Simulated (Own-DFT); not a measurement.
# Computed records: Si$_{3}$N$_{4}$ (beta silicon nitride, strained, atoms displaced), SiC (2H silicon carbide, atoms displaced)

Computed with Own-DFT development build. A calculation, not a measurement: plane-wave PBE density functional theory by an unreviewed code, no spin, of a simulated periodic cell, stress positive in tension, free energy of the whole cell less one offset for each atom, forces on such cells passed a denser k mesh, this cell's mesh not checked; offsets are fitted by least squares, one for each functional and potential file, so energies compare only between cells with the same atoms and settings and are not formation energies; the far tail of each file's local potential was reset to the Coulomb form; each entry is a single point on an unrelaxed cell, so the pressure reflects the starting lattice, mostly measured values (interpolated for alloys), from which strain is counted, and rises with the displacements; printed positions are rounded, which can move forces by about a meV/angstrom; the program, named Own-DFT, is a retired in-house code; no spin-orbit coupling.

Common to all runs: functional PBE; potential files PseudoDojo norm-conserving, scalar-relativistic, standard set; wave cutoff 42 hartree; occupations Fermi-Dirac; smearing width 0.1 eV.

(1) Si$_{3}$N$_{4}$ (beta silicon nitride, strained, atoms displaced)

```
cell vectors (Å)
   7.4879    -0.0774     0.0530
  -3.8110     6.6753     0.0546
   0.0608     0.1075     8.5687
atoms (fractions of the cell vectors)
Si  0.17826  0.77233  0.08155
Si  0.23990  0.40472  0.08889
Si  0.59896  0.82543  0.07219
Si  0.81653  0.22922  0.25261
Si  0.76683  0.59792  0.24718
Si  0.39482  0.17356  0.24635
N   0.33055  0.03171  0.07545
N   0.95895  0.29691  0.08256
N   0.69433  0.67156  0.09117
N   0.65884  0.96618  0.24796
N   0.03555  0.70247  0.23849
N   0.29494  0.33053  0.24789
N   0.33717  0.66114  0.08907
N   0.66021  0.31949  0.24777
Si  0.17845  0.76793  0.41356
Si  0.22589  0.40302  0.40941
Si  0.59043  0.81993  0.41203
Si  0.83155  0.22408  0.56619
Si  0.78002  0.60227  0.57821
Si  0.40309  0.17947  0.57670
N   0.33969  0.04555  0.41270
N   0.96026  0.29871  0.41688
N   0.69556  0.66320  0.41184
N   0.67946  0.96725  0.58130
N   0.03895  0.70027  0.57607
N   0.30894  0.32920  0.58133
N   0.33237  0.65814  0.40476
N   0.67048  0.34043  0.58598
Si  0.18159  0.77365  0.74448
Si  0.22999  0.39671  0.76753
Si  0.59563  0.81354  0.75980
Si  0.82236  0.24496  0.91325
Si  0.78184  0.60525  0.92169
Si  0.41501  0.17840  0.91143
N   0.33457  0.02768  0.74982
N   0.96661  0.29452  0.73780
N   0.70280  0.66888  0.75466
N   0.67687  0.97568  0.91821
N   0.02286  0.69240  0.91233
N   0.31447  0.35101  0.92234
N   0.33505  0.67802  0.75569
N   0.66018  0.32707  0.91610
```

```
k mesh                            : 3 x 3 x 3 centred on Gamma
free energy of cell above offsets : -1.644 eV
pressure                          : 16.63 GPa
stress xx                         : -21.09 GPa
stress yy                         : -5.55 GPa
stress zz                         : -23.25 GPa
stress yz                         : 6.99 GPa
stress xz                         : 2.58 GPa
stress xy                         : -2.43 GPa
```

Force:
```
element  x (eV/Å)  y (eV/Å)  z (eV/Å)
     Si     2.357     -0.32    -2.854
     Si    -4.555      1.71    -1.912
     Si    -1.798     0.916     3.905
     Si     0.759    -1.863    -1.657
     Si     1.897    -2.689     0.944
     Si      1.72     0.229    -1.595
      N    -0.767    -0.398     1.235
      N     2.497     1.249    -0.288
      N     1.627     -0.86    -2.726
      N     0.768     0.543    -0.754
      N     -1.86    -0.704     3.969
      N     1.843    -1.667     1.374
      N    -1.411     0.792    -0.885
      N    -2.655     3.864    -0.193
     Si     1.119     1.556    -2.493
     Si      0.49     0.317     3.079
     Si     0.769     0.884     1.051
     Si    -5.566     -1.59     8.647
     Si    -1.422    -2.298     1.108
     Si     3.155    -0.264     1.533
      N    -0.659    -4.548     0.699
      N     4.578     2.648    -6.796
      N    -0.092     0.757     1.027
      N    -0.276    -1.644    -0.219
      N    -0.637     0.253     1.653
      N    -4.114     2.208      0.55
      N    -1.337     0.372      0.96
      N     1.116    -0.657    -0.566
     Si    -0.929    -0.171     0.532
     Si    -2.491     2.488    -6.559
     Si    -0.955     3.338    -1.998
     Si     2.771    -2.233    -0.521
     Si    -4.229    -3.421     -0.13
     Si    -2.722    -1.411    -0.518
      N    -0.851     1.282    -0.669
      N     0.899     0.661     1.937
      N     1.018    -0.407    -0.793
      N      0.16     0.533     -2.03
      N     4.427     2.163     0.642
      N     3.413     -2.89     1.204
      N     1.691    -3.424    -0.111
      N     0.251     4.695     0.219
```

(2) SiC (2H silicon carbide, atoms displaced)

```
cell vectors (Å)
   6.1654     0.0000     0.0000
  -3.0827     5.3394     0.0000
   0.0000     0.0000    10.0681
atoms (fractions of the cell vectors)
Si  0.00485  0.01732  0.99495
Si  0.16147  0.31931  0.23757
C   0.01561  0.99152  0.17603
C   0.17369  0.35191  0.44238
Si  0.96739  0.98597  0.48270
Si  0.17072  0.30975  0.76444
C   0.99187  0.98565  0.67415
C   0.17137  0.32987  0.94394
Si  0.00434  0.50043  0.99320
Si  0.14812  0.82455  0.25371
C   0.00101  0.49642  0.17490
C   0.19313  0.82863  0.43738
Si  0.96151  0.48650  0.49328
Si  0.17339  0.84867  0.75470
C   0.01977  0.54229  0.71411
C   0.16590  0.84697  0.93259
Si  0.53014  0.00472  0.99805
Si  0.64835  0.30046  0.25709
C   0.50184  0.98723  0.18280
C   0.66884  0.34699  0.42817
Si  0.48328  0.99050  0.49517
Si  0.67646  0.33680  0.74300
C   0.48945  0.99221  0.69756
C   0.68225  0.33375  0.92890
Si  0.51490  0.52903  0.00099
Si  0.70849  0.86484  0.24880
C   0.54544  0.50558  0.18867
C   0.63997  0.80749  0.42441
Si  0.49903  0.49022  0.49356
Si  0.66999  0.84330  0.75339
C   0.50992  0.49277  0.69031
C   0.63584  0.80472  0.92980
```

```
hardware                          : one NVIDIA H100
k mesh                            : 5 x 5 x 3 centred on Gamma
free energy of cell above offsets : 4.284 eV
pressure                          : 9.22 GPa
stress xx                         : -6.72 GPa
stress yy                         : -9.09 GPa
stress zz                         : -11.87 GPa
stress yz                         : 1.37 GPa
stress xz                         : -1.82 GPa
stress xy                         : -0.55 GPa
wall time                         : 131.6 s
```

Force:
```
element  x (eV/Å)  y (eV/Å)  z (eV/Å)
     Si      1.28    -3.628    -0.177
     Si     1.242     3.527     1.289
      C    -1.307     1.733     1.273
      C    -2.024    -3.443    -2.135
     Si     2.786     1.946     2.558
     Si    -1.009     2.468    -4.003
      C    -0.846     1.397     1.748
      C     0.132     1.749     0.124
     Si    -1.066     1.335    -0.688
     Si     4.257    -1.709    -1.476
      C     0.129    -0.853     2.647
      C    -7.591     -2.18    -2.254
     Si      6.45      3.18     3.249
     Si    -1.128     1.585    -0.326
      C     0.824    -7.227     -4.37
      C     1.005     0.129     2.367
     Si    -4.345      1.08    -0.342
     Si     1.521     2.206    -4.909
      C     0.052    -0.266     0.987
      C    -1.593    -3.749     1.665
     Si     4.121     1.957     3.046
     Si     0.853     0.352     1.786
      C     1.921     1.931    -3.254
      C    -1.222    -0.223     1.211
     Si     2.533    -7.739     2.424
     Si    -2.903    -4.205    -1.616
      C    -3.556     0.642    -0.742
      C      0.77     2.619     1.692
     Si    -1.948     0.415     2.273
     Si     0.448    -2.189    -2.738
      C    -1.811     0.746    -1.173
      C     2.026     6.416    -0.136
```
